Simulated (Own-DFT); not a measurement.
# Computed records: Si$_{2}$SnGe$_{13}$ (diamond-structure random alloy, atoms displaced)

Computed with Own-DFT development build. A calculation, not a measurement: plane-wave density functional theory by an unreviewed code, no spin, of a simulated periodic cell, stress positive in tension, run twice, with PBE and with PBEsol, both on files made for PBE, so the change isn't that of files made for PBEsol, forces on such cells moved up to 12 meV/angstrom on a denser k mesh; the far tail of each file's local potential was reset to the Coulomb form; each entry is a single point on an unrelaxed cell, so the pressure reflects the starting lattice, mostly measured values (interpolated for alloys), from which strain is counted, and rises with the displacements; printed positions are rounded, which can move forces by about a meV/angstrom; the program, named Own-DFT, is a retired in-house code; no spin-orbit coupling; stress was not checked against mesh or cutoff.

```xyz
64
Lattice="11.3631 0.0000 0.0000 0.0000 11.3631 0.0000 0.0000 0.0000 11.3631" Properties=species:S:1:pos:R:3:PBE_force_x:R:1:PBE_force_y:R:1:PBE_force_z:R:1:PBEsol_force_x:R:1:PBEsol_force_y:R:1:PBEsol_force_z:R:1 formula=Si2SnGe13 functional=PBE,then_PBEsol potential_files=PseudoDojo_norm-conserving,scalar-relativistic,standard_set wave_cutoff=49 occupations=Fermi-Dirac smearing_width=0.1 k_mesh=3_x_3_x_3_centred_on_Gamma PBE_pressure=5.31 PBE_stress_xx=-5.07 PBE_stress_yy=-5.4 PBE_stress_zz=-5.45 PBE_stress_yz=1.17 PBE_stress_xz=1.4 PBE_stress_xy=0.22 PBEsol_pressure=2.46 PBEsol_stress_xx=-2.23 PBEsol_stress_yy=-2.54 PBEsol_stress_zz=-2.6 PBEsol_stress_yz=1.14 PBEsol_stress_xz=1.34 PBEsol_stress_xy=0.2 rms_change_of_force_components_from_PBE_to_PBEsol=0.055
Ge     0.0345     0.0517    11.2479      0.398     -0.396      1.418      0.378     -0.387      1.363
Ge     0.0562     2.9266     2.9214     -0.471     -0.913     -0.415     -0.382     -0.892     -0.392
Ge     2.7514    11.3546     2.8803      1.883      0.437     -0.094      1.815      0.416     -0.098
Ge     2.7749     2.8366     0.0170      1.511      0.049     -0.347       1.46      0.062      -0.31
Ge     1.5247     1.4681     1.5092     -1.595     -0.156     -0.569     -1.532     -0.142     -0.547
Ge     1.4676     4.2201     4.3510      0.476      0.891     -0.163      0.454      0.856     -0.162
Ge     4.3021     1.4400     4.3506     -1.367      -1.45      0.621     -1.322     -1.384      0.595
Ge     4.2857     4.2615     1.4317     -2.555      -3.11      2.291     -2.497     -3.006      2.236
Ge     0.1225     0.2284     5.5861     -0.739      -1.18      0.361     -0.678      -1.16      0.384
Sn    11.2972     2.9773     8.5450      1.266      2.309      -0.86      1.229      2.221     -0.837
Sn     2.8279     0.0118     8.5765      0.675      0.157     -1.226      0.658      0.158     -1.185
Ge     2.9268     2.8788     5.7877      0.072      0.145     -0.084      0.055      0.144     -0.083
Ge     1.3923     1.5983     7.1628      0.902     -0.948     -1.355       0.88     -0.918     -1.331
Ge     1.4760     4.4218    10.0465      1.757     -1.493     -1.883      1.651     -1.471     -1.773
Ge     4.4303     1.3964     9.9153     -0.888      0.414      1.687      -0.84      0.398      1.617
Ge     4.2911     4.3910     7.1555      0.745     -1.096      0.123      0.746     -1.103      0.067
Ge     0.0668     5.5090    11.3547     -1.998      1.794      1.756     -1.872      1.768      1.651
Ge    11.3382     8.4146     2.7354      1.283      0.913     -0.604      1.224      0.891     -0.574
Ge     2.9467     5.6664     2.8432     -0.826      0.197      0.396     -0.789      0.187      0.365
Ge     2.7481     8.3997    11.2970      1.977      1.475     -0.434      1.891      1.404     -0.412
Ge     1.5354     7.0031     1.2531     -1.382     -0.788      1.958     -1.332     -0.758      1.879
Ge     1.4632     9.9466     4.2024      -1.35     -0.769       0.56     -1.283     -0.721      0.534
Ge     4.2591     7.2192     4.2474      0.919     -1.387     -0.237      0.847     -1.371       -0.2
Ge     4.2723     9.9693     1.4957      0.235     -0.862     -0.531      0.202     -0.807     -0.531
Ge     0.0051     5.7275     5.6623     -0.796     -0.427     -0.996      -0.76     -0.415      -0.95
Ge    11.2773     8.4451     8.4626      0.704      0.077      0.677      0.681      0.084      0.653
Si     2.8057     5.6535     8.4530     -0.066      0.717      0.508     -0.065      0.698      0.502
Ge     2.8489     8.4885     5.6379     -0.388      0.654      0.677      -0.36      0.631      0.635
Ge     1.3726     7.0415     7.0430      0.783      0.551      0.833      0.714      0.554      0.774
Ge     1.4206     9.8930     9.9105      -1.38      -1.27      0.554     -1.337     -1.225      0.544
Ge     4.2777     6.8993     9.9443     -2.125       3.07     -2.999     -2.071      2.974     -2.843
Ge     4.3515     9.9214     7.0258     -1.054     -1.036      0.596     -1.037     -0.966       0.53
Ge     5.7960    11.2744    11.2806     -0.716       0.84      1.951     -0.714      0.796      1.842
Ge     5.5127     2.7698     2.9396      2.457      1.057     -1.363      2.336      1.045     -1.297
Ge     8.6356     0.0023     2.8016     -1.321      0.223      0.643      -1.27      0.155      0.598
Sn     8.3318     2.7545    11.2398      4.433     -1.473      2.879      4.339     -1.404      2.702
Si     7.1738     1.4317     1.4068     -2.224      -2.06      2.263     -2.184     -2.032      2.215
Ge     7.0516     4.3865     4.3617      2.069     -3.127     -2.314      1.962     -3.031     -2.188
Si     9.9198     1.4738     4.2256      0.776     -0.071     -0.335      0.769     -0.067     -0.325
Si    10.0317     4.1445     1.4146     -0.958      0.857      0.644     -0.898      0.817      0.604
Ge     5.6966    11.2395     5.6732     -0.185       0.04     -1.582     -0.178      0.037     -1.513
Ge     5.7679     2.7690     8.6202      0.242      0.848     -1.962      0.225      0.807     -1.871
Ge     8.5141     0.0545     8.6476       0.79      0.078     -1.078      0.751      0.057     -1.055
Ge     8.6099     2.7850     5.6821      -1.72     -0.199     -0.406     -1.691     -0.143     -0.352
Ge     7.0467     1.2029     6.9843      1.356      1.892      1.486      1.313      1.825      1.458
Ge     7.1764     4.1829    10.0105     -2.424      4.293     -4.235     -2.375      4.132     -4.124
Ge    10.0934     1.5535     9.9262     -2.015     -2.888       1.17      -1.97     -2.812      1.134
Ge     9.8283     4.3190     7.0150      1.111     -0.071     -1.196      1.074      -0.06     -1.142
Sn     5.5238     5.6146     0.0690      3.818      0.247     -0.744      3.699      0.245     -0.724
Si     5.7685     8.4288     2.8758     -1.035      0.937     -0.588     -1.016      0.914     -0.576
Si     8.5494     5.6429     2.9485      0.173      0.359     -1.441      0.144      0.376     -1.373
Ge     8.5374     8.5029    11.2613     -0.627      0.568      0.701     -0.609      0.546      0.683
Ge     7.0363     7.1582     1.3735      1.719     -0.365      0.954      1.669     -0.364       0.87
Ge     7.0661     9.8018     4.2629      1.316       0.57     -0.012      1.266       0.61      0.015
Ge     9.9294     7.2416     4.1911     -0.779      -1.13       1.16     -0.689     -1.092      1.114
Ge     9.9440     9.9610     1.3949      0.635     -0.281     -0.938      0.611     -0.272     -0.901
Ge     5.8020     5.6328     5.6354     -2.674      2.501      1.791     -2.576       2.41      1.743
Si     5.6428     8.4843     8.4349      0.246     -0.393      0.779      0.246     -0.382      0.756
Ge     8.6408     5.6830     8.3824     -1.683      0.607      2.127     -1.626      0.582      2.045
Si     8.5411     8.5258     5.7788      0.127      0.314     -0.383      0.123      0.304     -0.372
Ge     7.1081     7.0713     7.1112       0.14      0.608     -0.079      0.151      0.518     -0.088
Ge     7.0696     9.9583     9.8511      0.304     -1.612     -0.472      0.331     -1.502     -0.421
Ge     9.9538     7.0241    10.0196      0.505     -0.433      -0.72       0.49     -0.409     -0.722
Ge     9.9895     9.9922     7.1606     -0.459      0.696      -0.92     -0.429      0.675     -0.839
```

Units: wave_cutoff in hartree; smearing_width in eV; PBE_pressure, PBE_stress_xx, PBE_stress_yy, PBE_stress_zz, PBE_stress_yz, PBE_stress_xz, PBE_stress_xy, PBEsol_pressure, PBEsol_stress_xx, PBEsol_stress_yy, PBEsol_stress_zz, PBEsol_stress_yz, PBEsol_stress_xz, PBEsol_stress_xy in GPa; rms_change_of_force_components_from_PBE_to_PBEsol, PBE_force_x, PBE_force_y, PBE_force_z, PBEsol_force_x, PBEsol_force_y, PBEsol_force_z in eV/Å.
